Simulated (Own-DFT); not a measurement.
Si$_{12}$O$_{23}$ (quartz with two neutral oxygen vacancies, atoms displaced) (calculated)

Computed with Own-DFT development build. A calculation, not a measurement: plane-wave PBE and HSE06 DFT by an unreviewed code, no spin, of a simulated cell at Gamma alone, so results move with cell size and shape, stress positive in tension, energies less offsets, not probed for a lower state with spin; oxygen file: force components 24 meV/angstrom off all-electron in a glass; k mesh not checked against a denser one; forces and stress are PBE's, HSE06 gives the energy alone, and its difference from PBE has offsets of its own; offsets are fitted by least squares, one for each functional and potential file, so energies compare only between cells with the same atoms and settings and are not formation energies; the far tail of each file's local potential was reset to the Coulomb form; each entry is a single point on an unrelaxed cell, so the pressure reflects the starting lattice, mostly measured values (interpolated for alloys), from which strain is counted, and rises with the displacements; printed positions are rounded, which can move forces by about a meV/angstrom; the program, named Own-DFT, is a retired in-house code; no spin-orbit coupling.

Common to all runs: first functional PBE; second functional HSE06; exact exchange share 0.25; screening 0.11 1/bohr; exchange divergence Gygi-Baldereschi; potential files PseudoDojo norm-conserving, scalar-relativistic, made for PBE, standard set; wave cutoff 48 hartree; occupations fixed; k mesh 1 x 1 x 1 centred on Gamma.

(1) Si$_{12}$O$_{23}$ (quartz with two neutral oxygen vacancies, atoms displaced)

```
CELL_PARAMETERS angstrom
9.82680 0.00000 0.00000
-4.91340 8.51030 0.00000
0.00000 0.00000 10.81040
ATOMIC_POSITIONS crystal
Si 0.23170 0.00345 0.00120
Si 0.99661 0.23782 0.33132
Si 0.26729 0.26248 0.17037
O 0.20820 0.13588 0.05806
O 0.42539 0.29703 0.23099
O 0.36493 0.06670 0.39550
O 0.06954 0.37021 0.43839
O 0.13378 0.20483 0.27590
O 0.29058 0.42348 0.11011
Si 0.23824 0.00283 0.49752
Si 0.00327 0.23260 0.83328
Si 0.25935 0.26000 0.66500
O 0.21573 0.13621 0.56205
O 0.42900 0.29520 0.72594
O 0.36649 0.07283 0.89413
O 0.07418 0.36536 0.94041
O 0.12956 0.20521 0.77076
O 0.28675 0.42608 0.60742
Si 0.23622 0.50333 0.99689
Si 0.00057 0.73977 0.33508
Si 0.26005 0.75560 0.17104
O 0.20535 0.62706 0.06134
O 0.42448 0.79276 0.22322
O 0.37172 0.58185 0.39076
O 0.06565 0.86384 0.44627
O 0.13414 0.71046 0.27415
O 0.29470 0.92731 0.11363
Si 0.23231 0.49458 0.50408
Si 0.99839 0.73718 0.83103
Si 0.26465 0.76443 0.66385
O 0.20874 0.63791 0.55854
O 0.42572 0.79061 0.72495
O 0.36453 0.57439 0.89073
O 0.07168 0.86476 0.93689
O 0.13416 0.70366 0.77244
O 0.29111 0.92785 0.60714
Si 0.73620 0.00228 0.00155
Si 0.49665 0.23320 0.33396
Si 0.76165 0.26642 0.16776
O 0.70439 0.13440 0.05897
O 0.92489 0.29410 0.22169
O 0.57296 0.36533 0.43766
O 0.63480 0.20180 0.27264
O 0.79236 0.42098 0.10894
Si 0.73772 0.00303 0.50126
Si 0.50058 0.24165 0.83611
Si 0.76230 0.25954 0.66988
O 0.70482 0.13015 0.56419
O 0.92504 0.29729 0.72540
O 0.86671 0.07568 0.89033
O 0.57243 0.36443 0.94575
O 0.63605 0.21419 0.77727
O 0.79066 0.42230 0.60279
Si 0.74039 0.50185 0.00064
Si 0.50587 0.73523 0.33289
Si 0.76805 0.77175 0.16520
O 0.70241 0.62796 0.05654
O 0.92716 0.79748 0.22511
O 0.86867 0.57950 0.39106
O 0.63598 0.70208 0.27347
O 0.80201 0.92644 0.10460
Si 0.73715 0.49414 0.50205
Si 0.49903 0.73699 0.83492
Si 0.76954 0.76441 0.66291
O 0.70920 0.62227 0.56045
O 0.91880 0.79326 0.72521
O 0.87234 0.57821 0.89317
O 0.57420 0.86306 0.93964
O 0.63263 0.71036 0.77867
O 0.79664 0.93240 0.60371
```

| Property | Result |
| --- | --- |
| PBE energy of cell above offsets | -20.954 eV |
| HSE06 less PBE above offsets | -0.017 eV |
| PBE pressure | 7.69 GPa |
| PBE stress xx | -8.31 GPa |
| PBE stress yy | -7.44 GPa |
| PBE stress zz | -7.33 GPa |
| PBE stress yz | -0.79 GPa |
| PBE stress xz | 0.03 GPa |
| PBE stress xy | 1.33 GPa |

Force:
```csv
element,x (eV/Å),y (eV/Å),z (eV/Å)
Si,2.905,-2.629,0.117
Si,-0.5,-2.765,1.4
Si,-2.54,0.771,-1.456
O,-1.174,1.02,0.772
O,1.744,0.042,0.364
O,1.56,1.485,-2.428
O,0.311,0.907,0.526
O,-0.419,-0.285,0.492
O,-0.347,0.73,-0.96
Si,-1.597,-2.538,1.719
Si,-3.232,2.02,-0.067
Si,1.701,2.534,1.65
O,-0.746,-0.959,-1.722
O,-1.583,0.293,-0.735
O,-0.11,0.373,-0.205
O,-0.204,-0.324,-0.352
O,1.761,-0.773,-0.514
O,2.011,-1.586,2.229
Si,1.441,-2.52,1.389
Si,-0.116,0.04,-1.028
Si,-0.251,2.262,-2.437
O,-1.542,1.382,0.691
O,2.552,0.015,1.361
O,-1.504,-3.208,2.436
O,0.561,1.513,0.511
O,-1.285,-0.88,1.672
O,-1.132,0.028,-1.289
Si,-1.641,3.169,-3.579
Si,1.613,-0.064,-1.226
Si,-0.084,0.996,1.269
O,0.401,-1.801,-1.557
O,-0.107,0.525,-0.332
O,0.266,-0.487,-0.232
O,-0.062,1.479,1.112
O,-1.315,0.165,0.417
O,0.316,0.087,0.224
Si,-0.108,-0.374,-0.739
Si,1.934,-0.781,-0.404
Si,1.658,-2.292,-0.341
O,0.135,-0.45,-0.176
O,0.887,0.409,0.007
O,0.024,0.22,0.576
O,-2.717,-0.462,2.025
O,-1.269,3.421,-1.755
Si,-0.335,-0.216,-5.535
Si,0.214,-1.777,-0.052
Si,-0.926,1.462,-0.428
O,-1.223,-0.123,-0.119
O,2.581,-0.167,1.431
O,-0.467,-1.435,0.842
O,0.21,0.992,0.626
O,-0.193,-0.453,0.399
O,2.217,-1.749,2.427
Si,-0.178,-0.866,-0.067
Si,-0.266,3.724,0.31
Si,0.833,-4.348,0.189
O,-0.526,2.089,1.544
O,1.205,0.254,0.422
O,-0.602,-1.91,0.854
O,0.384,-0.013,-0.55
O,-1.631,3.097,-1.636
Si,-0.269,0.267,-3.853
Si,-0.066,-0.527,-1.302
Si,-5.585,-1.106,-0.814
O,-2.237,3,1.723
O,4.442,0.827,1.944
O,-0.488,-1.628,0.462
O,0.108,1.977,2.029
O,2.567,0.05,-2.429
O,2.034,-2.126,2.158
```

(2) Si$_{12}$O$_{23}$ (quartz with two neutral oxygen vacancies, atoms displaced)

```
CELL_PARAMETERS angstrom
9.82680 0.00000 0.00000
-4.91340 8.51030 0.00000
0.00000 0.00000 10.81040
ATOMIC_POSITIONS crystal
Si 0.23400 0.99766 0.00174
Si 0.00334 0.23467 0.33421
Si 0.26831 0.26326 0.16474
O 0.20808 0.12512 0.05990
O 0.42850 0.29376 0.22608
O 0.36333 0.07222 0.39517
O 0.07569 0.37488 0.44308
O 0.13153 0.20306 0.27441
O 0.29729 0.42998 0.11053
Si 0.23594 0.99858 0.49573
Si 0.00618 0.23836 0.83238
Si 0.26861 0.26631 0.66761
O 0.20711 0.13356 0.55909
O 0.42413 0.29337 0.72324
O 0.36153 0.06534 0.89734
O 0.07444 0.36755 0.94053
O 0.13241 0.20997 0.77846
O 0.29495 0.42242 0.60887
Si 0.23265 0.50387 0.00091
Si 0.00412 0.73511 0.33655
Si 0.25859 0.76169 0.16732
O 0.20942 0.63659 0.06082
O 0.42129 0.79314 0.22513
O 0.37124 0.57113 0.39328
O 0.07462 0.86801 0.43547
O 0.28843 0.92640 0.10679
Si 0.23363 0.50071 0.50504
Si 0.00284 0.73285 0.83973
Si 0.26751 0.76310 0.66183
O 0.20564 0.63269 0.56402
O 0.42327 0.79313 0.72870
O 0.36314 0.57274 0.89443
O 0.06870 0.86668 0.93916
O 0.13399 0.70802 0.76995
O 0.29033 0.92456 0.60949
Si 0.74029 0.00275 0.00019
Si 0.49634 0.23295 0.33142
Si 0.76776 0.26581 0.16427
O 0.70250 0.13270 0.05734
O 0.92452 0.29535 0.22842
O 0.86616 0.07772 0.39516
O 0.57776 0.37189 0.44419
O 0.63280 0.21306 0.27453
O 0.78475 0.42378 0.10916
Si 0.73764 0.00342 0.49803
Si 0.49939 0.22932 0.83244
Si 0.76113 0.27046 0.66504
O 0.70586 0.13361 0.55680
O 0.92281 0.29954 0.72726
O 0.86803 0.07435 0.88996
O 0.57459 0.36867 0.94015
O 0.63507 0.21086 0.77071
O 0.79141 0.42716 0.60720
Si 0.73459 0.50022 0.99985
Si 0.50232 0.73608 0.33249
Si 0.76692 0.76708 0.16859
O 0.70840 0.63680 0.06441
O 0.86059 0.57576 0.39061
O 0.58171 0.86587 0.44105
O 0.63268 0.70874 0.27363
O 0.78935 0.92950 0.10929
Si 0.73580 0.50004 0.50084
Si 0.49627 0.73048 0.83545
Si 0.76077 0.76175 0.67095
O 0.70558 0.63492 0.56159
O 0.92436 0.79211 0.72261
O 0.86477 0.57254 0.89168
O 0.57138 0.86725 0.93719
O 0.63472 0.70431 0.77105
O 0.79168 0.92182 0.60569
```

| Property | Result |
| --- | --- |
| PBE energy of cell above offsets | -20.948 eV |
| HSE06 less PBE above offsets | -0.060 eV |
| PBE pressure | 7.89 GPa |
| PBE stress xx | -7.92 GPa |
| PBE stress yy | -8.88 GPa |
| PBE stress zz | -6.88 GPa |
| PBE stress yz | -0.6 GPa |
| PBE stress xz | 1.41 GPa |
| PBE stress xy | -0.79 GPa |

Force:
```csv
element,x (eV/Å),y (eV/Å),z (eV/Å)
Si,-0.452,-2.246,-1.396
Si,-1.491,1.527,0.687
Si,-1.55,-0.001,-0.035
O,-2.465,3.346,1.823
O,-0.45,0.365,-0.573
O,1.872,1.146,-2.321
O,-0.946,-2.087,-1.555
O,1.523,0.006,-1.008
O,-0.588,-0.073,-0.755
Si,-1.434,-0.059,3.823
Si,-4.779,0.164,-0.01
Si,-2.386,-2.618,-0.297
O,-0.025,-0.349,-0.106
O,3.658,-0.206,2.486
O,1.904,2.035,-2.474
O,-0.52,0.278,0.65
O,4.176,-0.32,-2.36
O,-1.331,2.405,-1.038
Si,1.715,-1.794,0.67
Si,-0.459,-0.913,-5.379
Si,-2.294,1.18,2.719
O,-1.092,-0.473,-0.913
O,1.268,0.198,1.017
O,-1.132,-0.334,1.114
O,-0.27,1.134,1.667
O,1.407,-1.065,1.556
Si,2.833,0.203,-1.108
Si,-1.154,0.676,-4.359
Si,-1.49,1.855,3.255
O,-0.171,-1.733,-2.254
O,1.472,-0.038,0.299
O,0.215,-0.792,-0.118
O,0.216,1.068,1.494
O,-0.012,-0.387,0.646
O,-0.37,1.113,-1.365
Si,-1.647,-0.57,-1.698
Si,0.83,1.571,2.598
Si,-1.878,-0.876,0.827
O,0.058,0.275,0.064
O,1.721,0.122,0.605
O,1.413,0.539,-1.454
O,-1.868,-3.266,-2.194
O,1.761,-0.596,-0.912
O,0.512,0.794,-0.195
Si,0.504,-1.12,2.742
Si,-1.976,0.656,0.867
Si,2.897,-2.231,-0.848
O,-0.838,1.205,0.908
O,1.52,-0.232,0.86
O,0.076,-0.08,0.304
O,-0.902,-1.559,-1.101
O,-0.846,-1.136,1.204
O,0.046,1.733,-0.237
Si,-0.437,0.971,0.672
Si,-1.386,-0.024,0.542
Si,2.812,0.906,2.309
O,0.243,-1.666,-1.992
O,1.046,-0.412,-0.062
O,-1.623,-0.953,-0.863
O,0.58,-0.555,-0.341
O,0.764,-0.037,0.719
Si,-1.079,2.198,0.708
Si,1.173,1.427,-1.498
Si,1.968,1.387,-2.964
O,0.335,-1.249,-0.922
O,2.467,-0.292,2.218
O,0.017,-1.047,0.594
O,0.73,0.866,0.921
O,-3.755,-1.34,3.611
O,-0.632,1.381,-0.469
```

(3) Si$_{12}$O$_{23}$ (quartz with two neutral oxygen vacancies, atoms displaced)

```
CELL_PARAMETERS angstrom
9.82680 0.00000 0.00000
-4.91340 8.51030 0.00000
0.00000 0.00000 10.81040
ATOMIC_POSITIONS crystal
Si 0.23228 0.99724 0.00166
Si 0.99840 0.23326 0.33205
Si 0.26465 0.26436 0.16246
O 0.21076 0.13592 0.05794
O 0.42523 0.29556 0.22335
O 0.36138 0.07101 0.39309
O 0.07328 0.36730 0.43741
O 0.13438 0.20769 0.26678
O 0.29236 0.42338 0.10900
Si 0.23365 0.99498 0.50172
Si 0.00480 0.23962 0.83086
Si 0.26357 0.26590 0.67056
O 0.20628 0.13569 0.56003
O 0.42441 0.29626 0.72555
O 0.37211 0.07377 0.89208
O 0.07382 0.37140 0.93872
O 0.13351 0.20708 0.77359
O 0.28957 0.42700 0.60591
Si 0.23674 0.49324 0.00130
Si 0.00160 0.73572 0.33483
Si 0.25871 0.76187 0.16832
O 0.20969 0.63261 0.06122
O 0.42635 0.79538 0.22359
O 0.36731 0.56732 0.39472
O 0.07357 0.86456 0.44007
O 0.13405 0.71067 0.27518
O 0.29206 0.92302 0.10942
Si 0.23388 0.49951 0.50129
Si 0.99630 0.73150 0.83941
Si 0.25627 0.75664 0.66563
O 0.20539 0.63456 0.55819
O 0.43077 0.79438 0.72979
O 0.36256 0.57309 0.89302
O 0.06953 0.86240 0.94115
O 0.29448 0.93085 0.60708
Si 0.73357 0.99524 0.99991
Si 0.50389 0.23969 0.33644
Si 0.76677 0.26191 0.16910
O 0.70619 0.13494 0.05899
O 0.92659 0.29253 0.22966
O 0.86365 0.06925 0.39105
O 0.57143 0.36898 0.44213
O 0.63687 0.21259 0.27551
O 0.79961 0.42807 0.10402
Si 0.73195 0.99834 0.50276
Si 0.50072 0.24202 0.83796
Si 0.76452 0.26419 0.66689
O 0.70601 0.13594 0.55821
O 0.92836 0.29062 0.72630
O 0.86981 0.07812 0.89169
O 0.57509 0.37040 0.93769
O 0.62879 0.20670 0.76883
O 0.79184 0.42531 0.60493
Si 0.72881 0.49719 0.99609
Si 0.49800 0.73420 0.33068
Si 0.76351 0.76238 0.16850
O 0.70170 0.63351 0.05832
O 0.92699 0.78848 0.22806
O 0.86862 0.57187 0.38969
O 0.57167 0.86710 0.43902
O 0.63526 0.70852 0.27773
O 0.79873 0.93077 0.10500
Si 0.73592 0.49601 0.50047
Si 0.50066 0.73113 0.83282
Si 0.76627 0.76722 0.66496
O 0.70383 0.62771 0.56183
O 0.87308 0.57815 0.88932
O 0.57491 0.86626 0.94305
O 0.62672 0.69808 0.77395
O 0.79415 0.92815 0.60435
```

| Item | Value |
| --- | --- |
| PBE energy of cell above offsets | -21.494 eV |
| HSE06 less PBE above offsets | 0.030 eV |
| PBE pressure | 7.19 GPa |
| PBE stress xx | -5.81 GPa |
| PBE stress yy | -8.25 GPa |
| PBE stress zz | -7.51 GPa |
| PBE stress yz | -0.77 GPa |
| PBE stress xz | -1.32 GPa |
| PBE stress xy | -0.57 GPa |

Force:
```csv
element,x (eV/Å),y (eV/Å),z (eV/Å)
Si,1.685,0.336,-0.725
Si,1.64,-0.772,0.902
Si,0.79,-0.708,1.897
O,-0.297,-1.033,-1.353
O,2.028,-0.096,1.287
O,1.094,1.311,-1.096
O,-0.259,0.02,0.352
O,-1.425,-0.676,1.354
O,-0.09,1.731,-0.658
Si,-1.564,2.452,-0.41
Si,-0.799,-0.978,1.884
Si,0.051,-0.057,-2.834
O,0.185,-0.595,-0.12
O,1.819,0.387,1.507
O,-1.189,-0.805,1.323
O,-0.251,-0.547,-0.106
O,0.211,-0.597,0.882
O,0.721,-0.508,1.521
Si,-1.669,2.158,0.162
Si,-0.541,-0.622,0.211
Si,1.79,-0.346,-0.597
O,0.016,-0.92,-0.464
O,0.444,-0.192,0.451
O,0.17,1.019,-0.695
O,-0.634,0.204,0.787
O,0.604,-0.866,0.497
O,-1.021,1.561,-1.101
Si,-0.085,-0.311,-1.453
Si,1.706,4.291,-7.26
Si,-0.712,2.873,3.777
O,-0.221,-1.08,-1.484
O,-2.273,0.18,-1.733
O,0.662,-0.546,-0.155
O,0.169,1.787,1.809
O,1.73,-1.896,1.879
Si,0.319,2.864,-0.562
Si,-2.133,-1.645,-1.274
Si,-0.993,1.115,-1.392
O,0.324,-0.852,-0.266
O,-0.269,0.687,-1.027
O,-0.053,0.001,0.29
O,-0.336,-0.06,0.194
O,0.037,-0.4,0.387
O,-0.84,0.078,-0.626
Si,-0.364,0.882,-2.2
Si,0.076,-2.949,-4.009
Si,0.275,0.206,0.146
O,0.008,-0.382,-0.256
O,-1.475,0.837,-1.573
O,-0.359,-0.768,0.571
O,-1.589,0.139,0.81
O,-0.438,0.243,0.978
O,1.396,-0.45,1.325
Si,3.539,2.698,2.597
Si,-0.806,-0.229,1.075
Si,0.332,1.231,-0.282
O,0.296,-0.595,-0.453
O,-1.293,0.574,-1.353
O,-0.647,-1.187,1.037
O,-0.427,-0.314,0.062
O,0.588,-0.268,-0.496
O,1.14,-1.422,1.568
Si,-0.49,1.974,-1.273
Si,-1.049,0.956,1.441
Si,2.428,-1.278,2.463
O,-0.195,0.357,-0.333
O,-2.724,-6.287,3.295
O,-0.946,-1.794,-1.145
O,1.708,-0.094,-0.979
O,0.475,-0.026,1.018
```
